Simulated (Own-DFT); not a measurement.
# What a defect does to the pressure of its cell: C11b WSi2

The numbers are computed, not measured, by runs of the plane-wave DFT program Own-DFT (in-house, retired, unreviewed) at fixed positions, with no spin and no spin-orbit coupling.

Common settings: PBE; PseudoDojo norm-conserving scalar-relativistic files; cutoff 50 hartree; 5 x 5 x 5 k mesh centred on Gamma; cold (Marzari-Vanderbilt) smearing of 0.2 eV.

Caveats: forces on such cells failed a check on a denser k mesh; stress not checked against mesh or cutoff.

All runs share one cell, with vectors in Å (-2.148, -5.953, 3.409); (-6.444, 2.976, 1.136); (-2.553, -2.948, -6.757) and a volume of 403.2 Å³. The atoms are randomly displaced, by u rms on each axis. The defect's site can differ from row to row.

| cell | formula | u (Å) | P (GPa) |
|---|---|---|---|
| no defect | Si20W10 | 0.0188 | 4.30 |
| no defect | Si20W10 | 0.0204 | 4.26 |
| no defect | Si20W10 | 0.0511 | 5.69 |
| one W on a Si site | Si19W11 | 0.0320 | 9.97 |
| one W on a Si site | Si19W11 | 0.0421 | 9.87 |
| one W on a Si site | Si19W11 | 0.0523 | 11.48 |
| one Si on a W site | Si21W9 | 0.0279 | 5.95 |
| one Si on a W site | Si21W9 | 0.0282 | ? |
| one Si on a W site | Si21W9 | 0.0483 | 7.03 |
| one Si on a W site | Si21W9 | 0.0504 | 7.27 |
| one Si vacancy | Si19W10 | 0.0314 | 3.13 |
| one Si vacancy | Si19W10 | 0.0492 | 4.00 |
| one Si vacancy | Si19W10 | 0.0539 | 4.71 |
| one W vacancy | Si20W9 | 0.0273 | 3.79 |
| one W vacancy | Si20W9 | 0.0301 | 3.95 |
| one W vacancy | Si20W9 | 0.0609 | 5.11 |

## Fit

P = P0 + c u² + a shift for each defect gives P0 = 4.05 GPa, c = 617 ± 82 GPa/Å² and a scatter of 0.31 GPa. The shifts, and each times the cell's volume:

- one W on a Si site: 5.25 ± 0.26 GPa, 13.2 eV
- one Si on a W site: 1.53 ± 0.26 GPa, 3.9 eV
- one W vacancy: -0.87 ± 0.26 GPa, -2.2 eV
- one Si vacancy: -1.40 ± 0.26 GPa, -3.5 eV

Against the defect-free cell, a freed cell would be larger where the shift is positive and smaller where it is negative (160.2 GPa Å³ is 1 eV). The atoms around the defects weren't relaxed, which would change these numbers.

## The run left out

Question: what pressure belongs in the blank (one Si on a W site, u = 0.0282 Å)?

The fitted form gives 6.08 ± 0.37 GPa. The run itself gave 6.17 GPa.
